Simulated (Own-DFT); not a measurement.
## Calculated data, AlGa$_{3}$N$_{4}$ (wurtzite random alloy, atoms displaced)

A calculation, not a measurement: plane-wave density functional theory by an unreviewed code, no spin, of a simulated periodic cell, stress positive in tension, run twice, with PBE and with PBEsol, both on files made for PBE, so the change isn't that of files made for PBEsol, forces on such cells passed a denser k mesh, this cell's mesh not checked; the far tail of each file's local potential was reset to the Coulomb form; each entry is a single point on an unrelaxed cell, so the pressure reflects the starting lattice, mostly measured values (interpolated for alloys), from which strain is counted, and rises with the displacements; printed positions are rounded, which can move forces by about a meV/angstrom; the program, named Own-DFT, is a retired in-house code; no spin-orbit coupling; stress was not checked against mesh or cutoff. Program: Own-DFT development build.

Common to all runs: functional PBE, then PBEsol; potential files PseudoDojo norm-conserving, scalar-relativistic, standard set; wave cutoff 42 hartree; occupations Fermi-Dirac; smearing width 0.1 eV; k mesh 4 x 4 x 3 centred on Gamma.

(1) AlGa$_{3}$N$_{4}$ (wurtzite random alloy, atoms displaced)

```
AlGa3N4
1.0
      9.5092     0.0000     0.0000
     -4.7546     8.2353     0.0000
      0.0000     0.0000    10.2685
Ga N Ga Al N Ga Al N Ga Al N Al Ga N Ga N Ga N Ga N Al N Ga N Ga N Ga N Al Ga N Ga N Ga N Al Ga N Ga N Al Ga N
2 2 1 1 2 1 1 2 1 1 2 1 1 2 2 2 2 2 2 2 2 2 2 2 2 2 2 2 1 1 2 2 2 2 2 1 1 2 2 2 1 1 2
Direct
  0.10801 0.22105 0.99732
  0.21990 0.11193 0.24754
  0.11064 0.22333 0.19241
  0.21959 0.10194 0.44321
  0.10942 0.22625 0.49840
  0.21973 0.10813 0.75243
  0.10223 0.22241 0.68517
  0.22859 0.11287 0.94031
  0.11206 0.55731 0.99870
  0.22372 0.44102 0.24690
  0.11382 0.55456 0.19162
  0.22116 0.44019 0.43264
  0.11624 0.56122 0.50424
  0.21813 0.44737 0.75355
  0.11230 0.55397 0.68586
  0.22090 0.44932 0.94027
  0.10534 0.88262 0.99886
  0.22536 0.77966 0.25945
  0.11427 0.88932 0.19260
  0.22332 0.77877 0.44356
  0.11187 0.88852 0.49816
  0.21779 0.77515 0.74609
  0.10693 0.88116 0.68207
  0.22046 0.77426 0.93572
  0.44658 0.22337 0.99873
  0.55525 0.10975 0.25199
  0.44505 0.22737 0.18877
  0.55777 0.11063 0.44043
  0.44387 0.22093 0.49747
  0.55617 0.11026 0.74651
  0.44274 0.22351 0.68702
  0.54769 0.10041 0.94091
  0.44939 0.56142 0.00175
  0.55581 0.44472 0.25184
  0.44025 0.55393 0.18994
  0.56274 0.44703 0.43551
  0.43769 0.54469 0.50528
  0.55657 0.44980 0.75129
  0.44426 0.55170 0.68806
  0.55560 0.44002 0.93850
  0.44259 0.88519 0.99606
  0.56350 0.77389 0.24908
  0.44493 0.88748 0.18771
  0.55257 0.77870 0.44059
  0.44005 0.88825 0.49893
  0.55423 0.78075 0.74903
  0.44244 0.88700 0.69062
  0.55182 0.77371 0.93726
  0.77505 0.22059 0.99944
  0.88209 0.10618 0.25200
  0.77551 0.22514 0.18752
  0.88144 0.10466 0.43766
  0.78027 0.22170 0.50301
  0.88534 0.11491 0.74674
  0.77638 0.22098 0.68823
  0.89130 0.11258 0.94191
  0.77974 0.55988 0.00227
  0.89318 0.44845 0.25073
  0.77636 0.55619 0.18874
  0.88394 0.44051 0.44375
  0.77268 0.55377 0.50006
  0.89326 0.44834 0.75389
  0.77697 0.55513 0.68977
  0.88764 0.44603 0.93653
  0.77562 0.88735 0.00163
  0.89261 0.77431 0.24796
  0.78193 0.89235 0.19069
  0.88376 0.77770 0.44397
  0.77552 0.88368 0.49671
  0.88826 0.77804 0.74984
  0.78385 0.88960 0.68481
  0.89250 0.77917 0.93689
```

It finds PBE pressure 6.12 GPa; PBE stress xx -5.43 GPa; PBE stress yy -6.15 GPa; PBE stress zz -6.77 GPa; PBE stress yz 0.4 GPa; PBE stress xz -0.15 GPa; PBE stress xy -0.21 GPa; PBEsol pressure 1.24 GPa; PBEsol stress xx -0.56 GPa; PBEsol stress yy -1.24 GPa; PBEsol stress zz -1.91 GPa; PBEsol stress yz 0.38 GPa; PBEsol stress xz -0.16 GPa; PBEsol stress xy -0.2 GPa; rms change of force components from PBE to PBEsol 0.069 eV/Å.

Force:
```tsv
force element	PBE force x (eV/Å)	PBE force y (eV/Å)	PBE force z (eV/Å)	PBEsol force x (eV/Å)	PBEsol force y (eV/Å)	PBEsol force z (eV/Å)
Ga	0.904	0.466	0.738	0.875	0.445	0.73
Ga	0.475	0.102	0.649	0.464	0.081	0.634
N	-0.418	0.291	-0.538	-0.401	0.113	-0.577
N	-0.532	1.82	-1.062	-0.512	1.78	-1.046
Ga	0.189	-1.363	-0.203	0.17	-1.326	-0.186
Al	-0.092	0.228	-0.882	-0.107	0.221	-0.889
N	1.882	0.851	1.451	1.725	0.761	1.327
N	-1.288	-1.553	-0.847	-1.251	-1.383	-0.722
Ga	-0.515	-0.102	0.915	-0.5	-0.095	0.884
Al	-0.675	0.366	0.187	-0.677	0.375	0.185
N	0.439	0.067	-0.004	0.289	0.136	-0.047
N	-0.265	0.76	-0.148	-0.25	0.733	0.031
Ga	-0.387	-1.422	-1.371	-0.384	-1.386	-1.322
Al	0.937	-0.693	-0.409	0.93	-0.694	-0.413
N	0.529	-0.304	1.207	0.371	-0.204	1.115
N	1.657	-0.192	-0.766	1.498	-0.247	-0.638
Al	1.197	0.973	0.391	1.198	0.976	0.41
Ga	0.441	-0.371	-1.526	0.423	-0.358	-1.488
N	-0.068	-0.361	-1.551	-0.073	-0.354	-1.375
N	-0.351	-0.338	-0.19	-0.34	-0.326	-0.194
Ga	-0.952	-0.707	0.122	-0.922	-0.691	0.129
Ga	0.274	0.32	0.496	0.268	0.301	0.479
N	-0.038	1.664	1.668	-0.03	1.502	1.587
N	-1.185	0.763	0.285	-1.033	0.668	0.228
Ga	0.336	-0.436	0.549	0.317	-0.436	0.534
Ga	-0.288	0.134	-0.435	-0.273	0.129	-0.421
N	0.244	0.261	0.509	0.237	0.096	0.441
N	-0.328	-0.03	-0.003	-0.33	-0.033	-0.009
Ga	0.111	0.1	0.219	0.115	0.091	0.227
Ga	-0.821	0.204	0.603	-0.803	0.194	0.586
N	-0.605	-0.52	0.648	-0.468	-0.442	0.579
N	1.307	1.958	-0.576	1.164	1.842	-0.608
Al	-0.267	-1.372	-0.123	-0.261	-1.373	-0.117
Al	-0.182	-0.044	-0.507	-0.19	-0.03	-0.509
N	1.064	-0.698	-0.76	1.072	-0.525	-0.696
N	-0.573	-0.23	-0.125	-0.712	-0.319	-0.016
Ga	0.31	1.089	-1.371	0.298	1.065	-1.333
Ga	0.657	-1.029	-0.04	0.661	-1.004	-0.042
N	-1.812	0.21	1.082	-1.651	0.262	1.004
N	-0.986	1.685	0.589	-0.855	1.579	0.53
Ga	-0.504	-0.379	0.996	-0.494	-0.361	0.963
Ga	-1.665	0.326	0.708	-1.644	0.321	0.695
N	0.31	-0.19	0.233	0.3	-0.178	0.232
N	1.042	-0.543	0.146	0.894	-0.593	0.09
Ga	1.21	0.443	0.423	1.178	0.426	0.411
Ga	1.04	-0.374	-0.546	1.015	-0.36	-0.523
N	-0.235	0.096	-0.481	-0.225	0.095	-0.477
N	0.755	-0.339	0.369	0.729	-0.154	0.298
Al	-0.166	0.045	0.118	-0.17	0.047	0.104
Ga	0.125	1.469	-0.228	0.127	1.432	-0.212
N	0.431	-0.125	-0.83	0.418	-0.127	-0.656
N	0.579	-0.386	0.627	0.559	-0.221	0.557
Ga	-0.327	-0.19	-0.635	-0.316	-0.183	-0.626
Ga	0.726	-1.074	0.633	0.72	-1.048	0.605
N	-0.411	0.735	0.522	-0.394	0.705	0.503
N	-1.594	-0.142	-0.464	-1.426	-0.203	-0.497
Ga	-0.067	-0.712	-0.545	-0.054	-0.695	-0.546
Ga	-0.082	-0.611	0.448	-0.073	-0.6	0.437
N	-0.514	-0.537	0.38	-0.371	-0.44	0.315
N	-0.087	1.452	-0.236	0.038	1.342	-0.28
Al	0.969	0.373	0.44	0.981	0.376	0.452
Ga	-0.75	-0.402	-1.107	-0.744	-0.377	-1.075
N	0.19	-0.032	-0.924	0.182	-0.023	-0.754
N	0.167	-1.107	1.245	0.17	-0.941	1.162
Ga	0.169	0.339	-0.388	0.171	0.338	-0.385
Ga	-0.498	0.627	1.071	-0.476	0.62	1.047
N	0.458	-1.053	-0.644	0.434	-1.035	-0.633
N	0.405	-1.002	-0.727	0.555	-0.926	-0.816
Al	-0.692	0.499	0.527	-0.701	0.509	0.523
Ga	0.124	-0.208	-0.547	0.117	-0.218	-0.532
N	-1.317	0.063	-0.23	-1.286	0.062	-0.074
N	-0.116	0.389	0.773	-0.268	0.286	0.698
```

(2) AlGa$_{3}$N$_{4}$ (wurtzite random alloy, atoms displaced)

```
AlGa3N4
1.0
      9.5092     0.0000     0.0000
     -4.7546     8.2353     0.0000
      0.0000     0.0000    10.2685
Ga Al N Ga N Ga N Ga Al N Ga Al N Ga N Ga N Ga N Ga N Al Ga N Ga N Ga Al N Ga N Ga N Ga Al N Ga Al N Ga Al N Ga Al N
1 1 2 2 2 2 2 1 1 2 1 1 2 2 2 2 2 2 2 2 2 1 1 2 2 2 1 1 2 2 2 2 2 1 1 2 1 1 2 1 1 2 1 1 2
Direct
  0.11104 0.22470 0.99913
  0.22185 0.11111 0.24970
  0.11357 0.22479 0.18911
  0.22097 0.11065 0.43842
  0.11448 0.22440 0.50263
  0.21910 0.10558 0.75010
  0.11468 0.22487 0.68499
  0.22320 0.11330 0.93799
  0.10762 0.55320 0.99838
  0.21757 0.44259 0.25328
  0.10515 0.54971 0.19012
  0.21892 0.44369 0.43887
  0.11151 0.55435 0.49486
  0.22467 0.44274 0.75246
  0.11372 0.55648 0.68714
  0.22361 0.44149 0.94207
  0.11390 0.89170 0.99529
  0.21693 0.78098 0.25267
  0.11137 0.89311 0.18763
  0.21628 0.77555 0.43956
  0.11176 0.89940 0.50077
  0.22095 0.77553 0.75810
  0.11215 0.88973 0.68455
  0.22063 0.77856 0.94023
  0.44776 0.22586 0.00000
  0.55398 0.11096 0.25147
  0.44302 0.22255 0.18147
  0.55530 0.11456 0.43300
  0.45062 0.23025 0.49708
  0.55476 0.10853 0.74585
  0.44176 0.21918 0.68332
  0.55523 0.11435 0.94165
  0.44025 0.55566 0.00223
  0.55531 0.44455 0.25030
  0.44455 0.55289 0.19291
  0.55867 0.44176 0.43663
  0.44549 0.55574 0.50206
  0.55313 0.44297 0.74624
  0.44546 0.55683 0.68409
  0.55870 0.44531 0.93623
  0.44042 0.89028 0.99867
  0.55168 0.77280 0.25281
  0.44250 0.88813 0.18873
  0.55750 0.77391 0.44339
  0.44903 0.88921 0.49418
  0.55666 0.77984 0.74988
  0.44381 0.88950 0.68883
  0.55078 0.77586 0.93603
  0.78010 0.22616 0.99562
  0.88571 0.10788 0.24884
  0.77537 0.21963 0.18533
  0.88726 0.11422 0.44145
  0.78347 0.22479 0.50420
  0.89171 0.10823 0.75498
  0.78269 0.22252 0.69247
  0.89544 0.11236 0.94375
  0.77540 0.55584 0.00031
  0.89009 0.44478 0.25422
  0.78318 0.55771 0.19090
  0.89007 0.44841 0.43824
  0.78916 0.56215 0.50182
  0.88399 0.43928 0.74987
  0.77635 0.55890 0.68869
  0.89276 0.44507 0.93631
  0.77945 0.88722 0.99994
  0.88750 0.77745 0.25473
  0.77300 0.88504 0.19260
  0.89294 0.78460 0.44096
  0.78073 0.89398 0.49884
  0.88607 0.78047 0.75382
  0.77912 0.89155 0.69225
  0.88314 0.77996 0.93927
```

The calculation gives: PBE pressure 6.06 GPa; PBE stress xx -4.71 GPa; PBE stress yy -6.35 GPa; PBE stress zz -7.13 GPa; PBE stress yz 0 GPa; PBE stress xz 0.03 GPa; PBE stress xy 0.46 GPa; PBEsol pressure 1.18 GPa; PBEsol stress xx 0.15 GPa; PBEsol stress yy -1.42 GPa; PBEsol stress zz -2.27 GPa; PBEsol stress yz 0 GPa; PBEsol stress xz 0.03 GPa; PBEsol stress xy 0.45 GPa; rms change of force components from PBE to PBEsol 0.066 eV/Å.

Force:
```tsv
force element	PBE force x (eV/Å)	PBE force y (eV/Å)	PBE force z (eV/Å)	PBEsol force x (eV/Å)	PBEsol force y (eV/Å)	PBEsol force z (eV/Å)
Ga	0.878	-0.374	0.931	0.848	-0.36	0.922
Al	-0.046	0.382	-0.313	-0.041	0.389	-0.314
N	0.432	-1.037	0.37	0.295	-0.936	0.312
N	0.297	1.222	-1.39	0.28	1.186	-1.206
Ga	-0.353	-0.202	-0.838	-0.353	-0.208	-0.806
Ga	0.2	0.741	-0.271	0.202	0.72	-0.28
N	-0.125	0.452	1.68	-0.122	0.29	1.585
N	0.082	0.01	-0.145	0.079	0.001	-0.152
Ga	0.598	0.163	0.768	0.584	0.147	0.767
Ga	0.376	0.12	-0.537	0.357	0.107	-0.535
N	-0.497	1.377	0.313	-0.343	1.302	0.217
N	1.639	0.498	0.486	1.478	0.422	0.421
Ga	-0.155	0.605	1.167	-0.158	0.596	1.152
Al	-0.38	0.437	-0.636	-0.368	0.437	-0.624
N	-0.243	-1.267	1.062	-0.244	-1.111	0.961
N	-0.655	0.681	-1.634	-0.639	0.661	-1.45
Ga	-0.888	0.035	0.96	-0.864	0.04	0.951
Al	0.631	-0.462	-0.469	0.643	-0.469	-0.487
N	-0.235	-0.441	0.817	-0.24	-0.44	0.655
N	0.435	0.834	-1.051	0.431	0.805	-0.887
Ga	1.088	-1.257	-0.039	1.066	-1.226	-0.008
Ga	-0.051	0.051	-2.195	-0.048	0.066	-2.161
N	-1.019	-1.039	1.725	-0.895	-0.937	1.649
N	-0.043	-0.47	0.445	-0.043	-0.453	0.415
Ga	-0.389	-0.094	-0.665	-0.368	-0.091	-0.637
Ga	0.122	0.157	-1.41	0.139	0.152	-1.386
N	-0.677	-0.347	1.957	-0.542	-0.266	1.86
N	0.734	-0.214	1.507	0.712	-0.215	1.465
Ga	-0.312	-1.419	0.15	-0.294	-1.39	0.159
Ga	-0.221	0.411	0.65	-0.223	0.391	0.629
N	0.214	0.272	0.669	0.213	0.277	0.654
N	0.456	-0.394	-1.097	0.443	-0.385	-1.077
Ga	1.024	0.118	0.114	0.994	0.115	0.121
Ga	0.632	-0.322	-0.31	0.621	-0.317	-0.307
N	-0.636	0.074	-0.485	-0.619	0.075	-0.475
N	-0.892	1.99	0.629	-0.771	1.866	0.563
Al	0.077	-0.485	-0.661	0.084	-0.505	-0.674
Ga	0.088	-0.099	0.164	0.091	-0.093	0.155
N	-0.854	0.352	0.688	-0.714	0.272	0.748
N	-0.784	0.213	0.057	-0.761	0.202	0.061
Ga	0.912	0.245	0.54	0.897	0.242	0.541
Ga	-0.274	0.482	-0.224	-0.257	0.489	-0.232
N	-0.885	-0.796	0.555	-0.756	-0.709	0.5
N	-0.198	-0.529	-0.203	-0.201	-0.347	-0.262
Ga	-1.175	0.009	0.69	-1.152	0.018	0.687
Al	-0.223	-0.225	-0.337	-0.218	-0.221	-0.346
N	0.848	-0.785	-0.031	0.711	-0.687	-0.067
N	0.26	0.372	-0.398	0.25	0.357	-0.229
Ga	0	-0.7	0.759	-0.002	-0.689	0.768
Ga	0.058	0.536	0.011	0.036	0.524	0.002
N	0.098	1.258	0.738	0.098	1.099	0.68
N	0.764	-0.062	-0.516	0.746	-0.066	-0.503
Ga	-1.024	0.099	-0.434	-0.99	0.085	-0.422
Ga	0.082	0.645	-0.306	0.074	0.618	-0.316
N	-0.454	0.465	0.125	-0.443	0.288	0.059
N	-1.119	-0.403	-0.588	-1.089	-0.39	-0.593
Ga	0.598	0.065	0.233	0.573	0.061	0.24
Al	-0.351	-0.639	-0.965	-0.354	-0.667	-0.972
N	0.192	0.273	0.466	0.058	0.194	0.353
N	0.298	-0.758	-0.567	0.296	-0.726	-0.382
Ga	-1.194	-0.097	-0.085	-1.166	-0.108	-0.069
Al	0.483	1.221	-0.326	0.467	1.226	-0.342
N	1.262	0.162	0.907	1.12	0.08	0.787
N	-0.978	0.259	-0.999	-0.945	0.248	-0.82
Ga	-1.525	0.393	0.812	-1.483	0.386	0.807
Al	0.189	0.259	-0.742	0.179	0.261	-0.754
N	1.071	-0.431	-0.08	0.925	-0.346	-0.123
N	-0.314	-0.45	-1.085	-0.302	-0.433	-0.905
Ga	-0.054	-0.263	0.667	-0.054	-0.245	0.658
Al	0.575	-0.259	-0.827	0.585	-0.247	-0.837
N	-0.119	-1.101	0.109	-0.118	-0.916	0.016
N	1.65	-0.513	-1.063	1.603	-0.498	-0.883
```
